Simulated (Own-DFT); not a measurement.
Si (diamond silicon, strained, atoms displaced), Ge (diamond germanium, strained, atoms displaced) (calculated)

Computed with Own-DFT development build. A calculation, not a measurement: plane-wave PBE density functional theory by an unreviewed code, no spin, of a simulated periodic cell, stress positive in tension, free energy of the whole cell less one offset for each atom, k mesh not checked against a denser one; offsets are fitted by least squares, one for each functional and potential file, so energies compare only between cells with the same atoms and settings and are not formation energies; the far tail of each file's local potential was reset to the Coulomb form; each entry is a single point on an unrelaxed cell, so the pressure reflects the starting lattice, mostly measured values (interpolated for alloys), from which strain is counted, and rises with the displacements; printed positions are rounded, which can move forces by about a meV/angstrom; the program, named Own-DFT, is a retired in-house code; no spin-orbit coupling; before rounding, a Quantum ESPRESSO 7.3.1 run of the same cell and cutoff gave forces within 1 meV/angstrom rms on each cell, which checks the program and not the settings.

Common to all runs: functional PBE; potential files PseudoDojo norm-conserving, scalar-relativistic, standard set; occupations Fermi-Dirac; smearing width 0.1 eV.

(1) 
```cif
# cell vector a (Å): 10.8232 0.1683 0.1294
# cell vector b (Å): 0.1683 10.9627 -0.0375
# cell vector c (Å): 0.1294 -0.0375 10.7210
data_Si
_symmetry_space_group_name_H-M 'P 1'
_symmetry_Int_Tables_number 1
_cell_length_a 10.8253
_cell_length_b 10.9641
_cell_length_c 10.7218
_cell_angle_alpha 90.386
_cell_angle_beta 88.627
_cell_angle_gamma 88.232
_cell_volume 1271.56
loop_
_atom_site_label
_atom_site_type_symbol
_atom_site_fract_x
_atom_site_fract_y
_atom_site_fract_z
_atom_site_occupancy
Si1 Si 0.00681 0.99334 0.99298 1
Si2 Si 0.99870 0.24860 0.25254 1
Si3 Si 0.24513 0.99626 0.25193 1
Si4 Si 0.26107 0.25528 0.00255 1
Si5 Si 0.13265 0.12129 0.13136 1
Si6 Si 0.11763 0.37083 0.37212 1
Si7 Si 0.36870 0.11992 0.37512 1
Si8 Si 0.37774 0.37708 0.12592 1
Si9 Si 0.00231 0.00432 0.49313 1
Si10 Si 0.99973 0.24912 0.74268 1
Si11 Si 0.24911 0.99777 0.74810 1
Si12 Si 0.24452 0.25140 0.49641 1
Si13 Si 0.12540 0.11902 0.62491 1
Si14 Si 0.12298 0.37563 0.87536 1
Si15 Si 0.37111 0.12039 0.87763 1
Si16 Si 0.37304 0.37646 0.62353 1
Si17 Si 0.99958 0.50164 0.00788 1
Si18 Si 0.00444 0.75522 0.24435 1
Si19 Si 0.24732 0.49792 0.24746 1
Si20 Si 0.25458 0.75084 0.00232 1
Si21 Si 0.12940 0.62855 0.11780 1
Si22 Si 0.12812 0.87915 0.37368 1
Si23 Si 0.37991 0.61400 0.37017 1
Si24 Si 0.37198 0.87654 0.12743 1
Si25 Si 0.00404 0.49970 0.49945 1
Si26 Si 0.99689 0.74359 0.74814 1
Si27 Si 0.25029 0.49185 0.74947 1
Si28 Si 0.24878 0.74698 0.49916 1
Si29 Si 0.12130 0.62729 0.62693 1
Si30 Si 0.12380 0.87804 0.87441 1
Si31 Si 0.37631 0.62610 0.87140 1
Si32 Si 0.37682 0.87390 0.63163 1
Si33 Si 0.49865 0.99257 0.00796 1
Si34 Si 0.49460 0.24766 0.23950 1
Si35 Si 0.74315 0.99643 0.25179 1
Si36 Si 0.75182 0.24442 0.00245 1
Si37 Si 0.62560 0.12583 0.12992 1
Si38 Si 0.62083 0.37639 0.36890 1
Si39 Si 0.86707 0.12862 0.38126 1
Si40 Si 0.88001 0.38287 0.12821 1
Si41 Si 0.49671 0.00501 0.49566 1
Si42 Si 0.49945 0.24831 0.75685 1
Si43 Si 0.74551 0.00155 0.75331 1
Si44 Si 0.75413 0.24442 0.50136 1
Si45 Si 0.62432 0.11983 0.63018 1
Si46 Si 0.61758 0.37132 0.86943 1
Si47 Si 0.87086 0.11694 0.87707 1
Si48 Si 0.87291 0.38084 0.62290 1
Si49 Si 0.49721 0.50040 0.99446 1
Si50 Si 0.50205 0.74711 0.25146 1
Si51 Si 0.74673 0.49967 0.24327 1
Si52 Si 0.74952 0.74539 0.00194 1
Si53 Si 0.62266 0.62479 0.11990 1
Si54 Si 0.62674 0.87640 0.37926 1
Si55 Si 0.87200 0.62634 0.38455 1
Si56 Si 0.87515 0.87711 0.12435 1
Si57 Si 0.50563 0.50133 0.50391 1
Si58 Si 0.50009 0.74983 0.75056 1
Si59 Si 0.75626 0.49545 0.75642 1
Si60 Si 0.75031 0.75164 0.50006 1
Si61 Si 0.61971 0.62046 0.62578 1
Si62 Si 0.62072 0.87182 0.87459 1
Si63 Si 0.88603 0.63018 0.87161 1
Si64 Si 0.87617 0.87589 0.62683 1
_calc_wave_cutoff 20  # hartree
_calc_k_mesh '3 x 3 x 3 centred on Gamma'
_calc_free_energy_of_cell_above_offsets '-2.334'  # eV
_calc_pressure 3.44  # GPa
_calc_stress_xx -3.62  # GPa
_calc_stress_yy -2.34  # GPa
_calc_stress_zz -4.37  # GPa
_calc_stress_yz -1.35  # GPa
_calc_stress_xz 3.26  # GPa
_calc_stress_xy 3.62  # GPa
```

Force:
| element | x (eV/Å) | y (eV/Å) | z (eV/Å) |
| --- | --- | --- | --- |
| Si | -1.36 | 1.802 | 2.04 |
| Si | -0.545 | -0.322 | -0.247 |
| Si | 0.959 | 0.409 | 0.38 |
| Si | -1.555 | -0.333 | 0.083 |
| Si | -0.8 | 0.796 | -1.557 |
| Si | 0.853 | 0.32 | -0.297 |
| Si | 0.162 | 0.828 | -0.968 |
| Si | -0.075 | 0.37 | -0.751 |
| Si | -0.622 | -0.249 | 1.018 |
| Si | -0.563 | 0.084 | 1.135 |
| Si | -0.098 | 0.44 | 0.734 |
| Si | 0.298 | -0.082 | 0.762 |
| Si | 0.124 | 0.492 | -0.708 |
| Si | 0.016 | -0.807 | 0.199 |
| Si | 0.695 | -0.335 | -0.101 |
| Si | 0.788 | -1.144 | -0.612 |
| Si | 0.613 | 0.623 | -1.137 |
| Si | -0.523 | -0.441 | 1.168 |
| Si | -0.316 | 0.171 | 0.429 |
| Si | -0.208 | 0.57 | -0.699 |
| Si | -0.167 | -0.49 | 0.656 |
| Si | -0.485 | -1.401 | 0.098 |
| Si | -0.514 | 0.694 | 0.402 |
| Si | 0.387 | -1.008 | 0.321 |
| Si | -0.622 | 0.523 | 0.51 |
| Si | 0.736 | 2.284 | 0.02 |
| Si | -0.601 | 1.677 | 0.513 |
| Si | 0.573 | 0.238 | 0.124 |
| Si | 1.171 | -1.211 | -0.723 |
| Si | 1.182 | -2.181 | -1.281 |
| Si | -0.527 | -0.456 | -0.261 |
| Si | -0.017 | -0.245 | -1.662 |
| Si | 0.192 | 1.182 | -0.505 |
| Si | -0.103 | 0.201 | 2.101 |
| Si | 0.881 | 0.747 | 0.34 |
| Si | -0.245 | 1.248 | 0.171 |
| Si | 0.135 | -0.866 | -1.068 |
| Si | 0.512 | -1.127 | 0.084 |
| Si | 1.329 | -1.591 | -2.124 |
| Si | -0.49 | -1.802 | -0.431 |
| Si | 0.199 | -0.556 | 1.34 |
| Si | -0.988 | -0.438 | -1.019 |
| Si | 0.252 | -0.876 | 0.256 |
| Si | -2.071 | 2.062 | 1.348 |
| Si | -0.279 | 0.752 | -1.002 |
| Si | 1.574 | 0.034 | 0.964 |
| Si | 1.038 | 0.611 | -0.631 |
| Si | 0.634 | -1.135 | -0.638 |
| Si | 0.199 | 0.236 | 0.595 |
| Si | -0.322 | 0.621 | 0.247 |
| Si | -0.081 | 0.868 | 1.395 |
| Si | 0.365 | 0.853 | -0.435 |
| Si | -0.006 | -0.534 | -0.182 |
| Si | -0.612 | -0.718 | -0.482 |
| Si | 0.833 | -0.536 | -2.129 |
| Si | -0.04 | -0.258 | -0.542 |
| Si | -0.95 | -0.668 | -0.383 |
| Si | 0.047 | -0.062 | 0.221 |
| Si | -0.998 | 1.083 | 0.17 |
| Si | -0.626 | 0.315 | 1.388 |
| Si | 1.691 | 0.494 | 0.36 |
| Si | 0.657 | -0.224 | 0.234 |
| Si | -1.63 | -1.631 | 1.313 |
| Si | -0.055 | 0.102 | -0.544 |

(2) 
```cif
# cell vector a (Å): -0.0268 5.6593 5.6664
# cell vector b (Å): 5.5525 0.1082 5.5315
# cell vector c (Å): 5.6855 5.6573 -0.0247
data_Ge
_symmetry_space_group_name_H-M 'P 1'
_symmetry_Int_Tables_number 1
_cell_length_a 8.0085
_cell_length_b 7.8383
_cell_length_c 8.0206
_cell_angle_alpha 59.356
_cell_angle_beta 60.404
_cell_angle_gamma 59.556
_cell_volume 354.10
loop_
_atom_site_label
_atom_site_type_symbol
_atom_site_fract_x
_atom_site_fract_y
_atom_site_fract_z
_atom_site_occupancy
Ge1 Ge 0.99967 0.00819 0.99409 1
Ge2 Ge 0.50191 0.01354 0.99630 1
Ge3 Ge 0.00437 0.48861 0.01672 1
Ge4 Ge 0.99154 0.00592 0.49135 1
Ge5 Ge 0.11428 0.13833 0.12303 1
Ge6 Ge 0.62448 0.11768 0.13677 1
Ge7 Ge 0.11335 0.64254 0.12179 1
Ge8 Ge 0.12631 0.12885 0.63427 1
Ge9 Ge 0.50685 0.50694 0.48738 1
Ge10 Ge 0.99391 0.49616 0.50427 1
Ge11 Ge 0.51195 0.00142 0.48406 1
Ge12 Ge 0.50259 0.50440 0.99929 1
Ge13 Ge 0.62406 0.63099 0.62757 1
Ge14 Ge 0.12193 0.62853 0.61937 1
Ge15 Ge 0.62620 0.13221 0.61648 1
Ge16 Ge 0.61966 0.62948 0.11583 1
_calc_wave_cutoff 42  # hartree
_calc_k_mesh '5 x 5 x 5 centred on Gamma'
_calc_free_energy_of_cell_above_offsets '-1.531'  # eV
_calc_pressure 6.61  # GPa
_calc_stress_xx -6.5  # GPa
_calc_stress_yy -6.6  # GPa
_calc_stress_zz -6.74  # GPa
_calc_stress_yz 3.28  # GPa
_calc_stress_xz -3.15  # GPa
_calc_stress_xy 1.34  # GPa
```

Force:
| element | x (eV/Å) | y (eV/Å) | z (eV/Å) |
| --- | --- | --- | --- |
| Ge | 1.004 | -0.226 | 0.047 |
| Ge | -0.345 | -0.691 | -0.624 |
| Ge | 0.951 | -2.714 | 1.58 |
| Ge | 0.591 | 1.009 | 0.597 |
| Ge | -1.717 | 1.708 | -0.791 |
| Ge | -0.798 | -1.102 | 1.474 |
| Ge | -0.722 | 1.608 | -0.489 |
| Ge | -1.957 | -0.553 | -0.26 |
| Ge | 0.795 | -0.473 | -0.135 |
| Ge | 0.376 | -0.523 | 1.054 |
| Ge | 2.028 | 0.58 | -0.958 |
| Ge | -0.114 | -0.821 | -1.049 |
| Ge | -0.725 | 0.079 | -0.652 |
| Ge | 0.037 | 0.98 | -0.313 |
| Ge | 0.15 | 0.154 | -0.478 |
| Ge | 0.444 | 0.986 | 0.998 |
